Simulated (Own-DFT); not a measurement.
# What random displacements cost in beta-Si3N4, 112 atoms (N64Si48)

All numbers below are calculated, not measured. They come from Own-DFT, an in-house plane-wave density functional program, since retired, whose code no person has reviewed. Each row is one single-point run on a periodic cell that was not relaxed, without spin or spin-orbit coupling.

Settings of every run: PBEsol; PseudoDojo norm-conserving scalar-relativistic files, made for PBE; cutoff 42 hartree; 2 x 2 x 4 k mesh centred on Gamma; Fermi-Dirac smearing of 0.1 eV.

Known limits, some of them of some rows only: some atoms lie very close together; forces on such cells moved up to 12 meV/angstrom on a denser k mesh; stress not checked against mesh or cutoff.

Cell vectors in Å: (15.212, 0.000, 0.000); (-7.606, 13.174, 0.000); (0.000, 0.000, 5.818). In each run every atom was moved at random and independently from its ideal site; u is the rms move along one axis. E is the free energy for each atom above the fitted value at u = 0, and F the rms of the force components.

| run | u (Å) | E (meV/atom) | F (eV/Å) | largest force (eV/Å) | P (GPa) |
|---|---|---|---|---|---|
| 1 | 0.0189 | 18.9 | 0.795 | 2.79 | 3.03 |
| 2 | 0.0199 | 20.9 | 0.835 | 2.84 | 3.09 |
| 3 | 0.0476 | 98.2 | 1.789 | 6.85 | 5.27 |
| 4 | 0.0479 | 114.4 | 2.008 | 6.72 | 5.59 |
| 5 | 0.0492 | 114.8 | 1.962 | 8.52 | 5.46 |
| 6 | 0.0968 | 479.6 | 4.491 | 26.80 | 14.90 |
| 7 | 0.1019 | ? | ? | ? | ? |
| 8 | 0.1095 | 658.4 | 6.358 | 48.92 | 19.67 |
| 9 | 0.1505 | 1016.2 | 7.625 | 51.06 | 28.59 |

## Worked fit

For small independent moves the energy grows as E = (3/2) K u², with K the mean stiffness felt by one atom. The runs with u up to 0.11 Å give K = 33.4 ± 1.4 eV/Å², with residuals divided by u² + 0.0006 Å², since the noise grows with the moves. The scatter is 10.5 meV/atom at u = 0.05 Å. The forces follow F = G u with G = 44.4 eV/Å²; no force at u = 0 is resolved. G exceeds K because the moves of its neighbours add to the force on an atom, and stiffness differs between atoms. At u = 0.151 Å the parabola gives 1135 meV/atom and the run 1016. The pressure follows P = 2.30 + 1407 u² GPa: at fixed volume, shortened bonds push harder than stretched ones pull.

## Withheld run

Question: what energy and rms force should run 7 give?

The fit gives 521 ± 43 meV/atom and about 4.53 eV/Å. The calculation gave 485.5 meV/atom and 4.603 eV/Å.
